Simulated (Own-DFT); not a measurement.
## Calculated data, SiC (2H silicon carbide, strained, atoms displaced)

All values are calculated (Own-DFT development build). A calculation, not a measurement: plane-wave PBE density functional theory by an unreviewed code, no spin, of a simulated periodic cell, stress positive in tension, free energy of the whole cell less one offset for each atom, forces on such cells passed a denser k mesh, this cell's mesh not checked; offsets are fitted by least squares, one for each functional and potential file, so energies compare only between cells with the same atoms and settings and are not formation energies; the far tail of each file's local potential was reset to the Coulomb form; each entry is a single point on an unrelaxed cell, so the pressure reflects the starting lattice, mostly measured values (interpolated for alloys), from which strain is counted, and rises with the displacements; printed positions are rounded, which can move forces by about a meV/angstrom; the program, named Own-DFT, is a retired in-house code; no spin-orbit coupling; before rounding, a Quantum ESPRESSO 7.3.1 run of the same cell and cutoff gave forces within 1 meV/angstrom rms on each cell, which checks the program and not the settings.

## SiC (2H silicon carbide, strained, atoms displaced)

```cif
# cell vector a (Å): 9.1617 0.0732 -0.0060
# cell vector b (Å): -4.5174 7.8123 -0.0714
# cell vector c (Å): -0.0065 -0.0935 10.0392
data_SiC
_symmetry_space_group_name_H-M 'P 1'
_symmetry_Int_Tables_number 1
_cell_length_a 9.1620
_cell_length_b 9.0246
_cell_length_c 10.0396
_cell_angle_alpha 90.897
_cell_angle_beta 90.079
_cell_angle_gamma 119.579
_cell_volume 721.80
loop_
_atom_site_label
_atom_site_type_symbol
_atom_site_fract_x
_atom_site_fract_y
_atom_site_fract_z
_atom_site_occupancy
Si1 Si 0.00624 0.00991 0.99664 1
Si2 Si 0.10080 0.21593 0.25468 1
C1 C 0.00832 0.00865 0.19013 1
C2 C 0.10987 0.21453 0.43478 1
Si3 Si 0.00746 0.00309 0.49320 1
Si4 Si 0.11216 0.23478 0.75574 1
C3 C 0.99996 0.99538 0.67927 1
C4 C 0.10209 0.22095 0.93443 1
Si5 Si 0.00037 0.34046 0.99766 1
Si6 Si 0.11416 0.55438 0.24839 1
C5 C 0.99950 0.33616 0.19207 1
C6 C 0.12476 0.57009 0.42966 1
Si7 Si 0.00135 0.33399 0.50014 1
Si8 Si 0.10877 0.55178 0.75012 1
C7 C 0.00206 0.33079 0.68204 1
C8 C 0.11392 0.55520 0.93970 1
Si9 Si 0.01361 0.67125 0.99158 1
Si10 Si 0.11532 0.89148 0.25593 1
C9 C 0.99854 0.66705 0.18690 1
C10 C 0.10487 0.87924 0.43667 1
Si11 Si 0.00277 0.66746 0.49621 1
Si12 Si 0.11368 0.88800 0.74518 1
C11 C 0.99317 0.65774 0.68632 1
C12 C 0.10897 0.89310 0.93534 1
Si13 Si 0.33373 0.00802 0.99114 1
Si14 Si 0.43360 0.21189 0.25134 1
C13 C 0.33334 0.00082 0.18815 1
C14 C 0.44526 0.22128 0.42803 1
Si15 Si 0.33459 0.00297 0.50577 1
Si16 Si 0.42977 0.21920 0.75635 1
C15 C 0.33887 0.00255 0.69233 1
C16 C 0.45012 0.23207 0.93035 1
Si17 Si 0.33390 0.32613 0.00510 1
Si18 Si 0.43806 0.55036 0.24933 1
C17 C 0.34212 0.34313 0.18029 1
C18 C 0.44287 0.55014 0.43948 1
Si19 Si 0.33102 0.33282 0.49770 1
Si20 Si 0.44150 0.54916 0.74358 1
C19 C 0.33352 0.34191 0.69197 1
C20 C 0.45242 0.55930 0.92738 1
Si21 Si 0.33177 0.66360 0.99582 1
Si22 Si 0.43863 0.88247 0.24622 1
C21 C 0.34310 0.66507 0.19195 1
C22 C 0.44116 0.88411 0.44110 1
Si23 Si 0.33631 0.67271 0.49570 1
Si24 Si 0.43456 0.88601 0.74821 1
C23 C 0.33978 0.66838 0.69249 1
C24 C 0.44597 0.88606 0.94125 1
Si25 Si 0.66820 0.00125 0.00082 1
Si26 Si 0.77519 0.22374 0.25629 1
C25 C 0.66318 0.99515 0.18592 1
C26 C 0.77692 0.21863 0.43594 1
Si27 Si 0.67018 0.00237 0.50211 1
Si28 Si 0.78157 0.22180 0.74728 1
C27 C 0.67409 0.99797 0.68616 1
C28 C 0.77089 0.21930 0.94208 1
Si29 Si 0.67015 0.33423 0.99490 1
Si30 Si 0.77242 0.54321 0.25411 1
C29 C 0.66779 0.33300 0.18945 1
C30 C 0.78695 0.55951 0.42824 1
Si31 Si 0.67582 0.34761 0.49760 1
Si32 Si 0.77819 0.55587 0.74892 1
C31 C 0.67180 0.35265 0.68124 1
C32 C 0.77850 0.56276 0.93405 1
Si33 Si 0.65963 0.67140 0.00789 1
Si34 Si 0.77571 0.88213 0.25415 1
C33 C 0.66823 0.67090 0.19148 1
C34 C 0.77524 0.89110 0.44292 1
Si35 Si 0.66295 0.66342 0.49240 1
Si36 Si 0.78649 0.89317 0.76011 1
C35 C 0.67059 0.66877 0.68881 1
C36 C 0.78474 0.88790 0.93710 1
```

Settings of this run: functional PBE, potential files PseudoDojo norm-conserving, scalar-relativistic, standard set, wave cutoff 42 hartree, occupations Fermi-Dirac, smearing width 0.1 eV and k mesh 4 x 4 x 3 centred on Gamma.

It finds free energy of cell above offsets -4.519 eV; pressure 13.43 GPa; stress xx -8.85 GPa; stress yy -20 GPa; stress zz -11.43 GPa; stress yz -3.97 GPa; stress xz -0.93 GPa; stress xy 5.03 GPa.

Force:
```
element  x (eV/Å)  y (eV/Å)  z (eV/Å)
     Si    -0.751    -2.003     1.582
     Si     1.054     2.638    -1.345
      C    -0.567    -2.561    -0.936
      C    -0.287      2.23     0.679
     Si    -1.692     -2.13     1.628
     Si     1.593     -2.62    -2.097
      C     0.427     1.629     1.567
      C     1.336     1.703     1.028
     Si     -0.58    -1.766     1.831
     Si    -0.486     1.525    -0.626
      C    -0.077    -1.123    -0.978
      C    -0.849     -2.62     1.765
     Si     0.144     0.476    -1.496
     Si     0.656     0.899    -0.672
      C    -1.119      0.71     1.023
      C     0.357    -0.039    -1.569
     Si    -3.795    -0.002     2.269
     Si     -0.42    -0.814    -2.015
      C     0.684    -0.114    -0.508
      C     1.078     2.529     0.748
     Si     0.098    -1.008      0.79
     Si     -1.18    -0.219     0.232
      C     1.388     1.276     -0.39
      C     1.548     0.361    -0.812
     Si     0.889    -1.089     1.504
     Si     1.157     2.677    -1.619
      C    -0.321    -1.411    -1.348
      C    -0.163     0.353      3.33
     Si     0.193      -0.4    -1.451
     Si     2.107      2.27    -2.799
      C    -1.828     0.025    -1.118
      C     0.185     -1.49      2.34
     Si    -1.424     2.393    -2.482
     Si      2.33     1.339     1.041
      C    -0.845    -3.269     2.121
      C    -0.632     0.489    -0.959
     Si     0.583    -0.656     0.593
     Si     1.827     4.234     1.381
      C    -0.464     -3.99    -2.029
      C    -1.555    -1.289     2.148
     Si     1.837     0.155     0.922
     Si     0.912     1.697     0.983
      C    -2.922    -0.544    -2.153
      C      0.35     2.474    -0.909
     Si     0.842    -1.471     1.823
     Si     3.855     0.584     1.389
      C    -2.131    -1.045    -1.769
      C     -1.19     0.867    -1.068
     Si     0.388    -0.909     0.139
     Si       0.6      -0.9    -2.001
      C     0.243     0.533     0.907
      C    -0.038     1.415     1.398
     Si    -0.933    -0.632     0.098
     Si    -1.685     0.307    -0.031
      C    -1.774     0.307     1.055
      C     1.963     0.703    -1.868
     Si    -1.112     1.959     1.309
     Si     0.185      2.95    -3.032
      C    -1.227    -1.893      -1.1
      C    -0.958     0.107     2.314
     Si    -0.432    -2.069    -0.121
     Si     -1.09     2.143     1.057
      C     0.232    -4.991     0.432
      C     1.102    -0.579     1.135
     Si     2.188    -0.525    -1.508
     Si     -0.22     2.477    -0.019
      C     0.015    -2.425     0.106
      C       1.5    -0.551     -1.59
     Si     1.046     0.958     2.134
     Si    -0.276    -1.119    -3.195
      C    -0.751    -0.124    -1.126
      C    -1.117     1.003     1.937
```
